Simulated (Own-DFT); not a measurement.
# Biaxial strain at fixed height in wurtzite AlN, 72 atoms (Al36N36)

Calculated, not measured: single-point runs of Own-DFT, a retired in-house plane-wave DFT program that no person has reviewed, on unrelaxed cells, without spin or spin-orbit coupling.

Common settings: PBE; PseudoDojo norm-conserving scalar-relativistic files; cutoff 42 hartree; 4 x 4 x 3 k mesh centred on Gamma; Gaussian smearing of 0.01 eV.

Limits: k mesh not checked against a denser one; stress not checked against mesh or cutoff.

Unstrained cell vectors in Å: (9.336, 0.000, 0.000); (-4.668, 8.085, 0.000); (0.000, 0.000, 9.964). The unstrained cell has measured lattice constants (interpolated for alloys), not those of this functional. That, the random moves and any unrelaxed bonds set the pressure at no strain. Each run strains x and y alike by e, as a substrate would, and holds the height along z. Each coordinate of each atom was shifted by a normal deviate of width 0.05 Å. Stress is positive in tension.

| e (%) | u (Å) | (s_xx + s_yy)/2 (GPa) | s_zz (GPa) |
|---|---|---|---|
| -3.00 | 0.053 | -28.25 | -8.32 |
| -2.50 | 0.051 | -21.72 | -10.73 |
| -1.75 | 0.053 | -18.15 | -6.34 |
| -1.50 | 0.053 | ? | ? |
| -1.25 | 0.049 | -14.40 | -6.36 |
| -0.25 | 0.052 | -7.26 | -4.41 |
| 0.75 | 0.051 | -0.98 | -4.93 |
| 2.00 | 0.049 | 4.59 | -2.81 |
| 2.25 | 0.050 | 5.10 | -1.00 |
| 2.75 | 0.051 | 7.87 | -2.12 |

## Working it out

With e as a fraction, the in-plane stress is -5.8 + 600 e - 4132 e² GPa (errors 14 and 986, scatter 0.87), and s_zz is -5.1 + 133 e GPa (slope ± 20, scatter 1.24). At e = 0 the first slope is C11 + C12 and the second 2 C13, both with the ions held to the strained lattice and at the cell's own pressure. The term in e² is negative: the layer stiffens under compression and softens under tension. A free layer would change its height as e changes, and the in-plane slope would drop by 2 C13²/C33 to the biaxial modulus. At fixed height, a misfit of 1 % moves the in-plane stress by about 6.0 GPa and s_zz by 1.3 GPa.

## Check

Asked: what are the two stresses at e = -1.50 %?

From the fit: -15.7 and -7.1 GPa. The calculation gave -15.42 and -8.39 GPa.
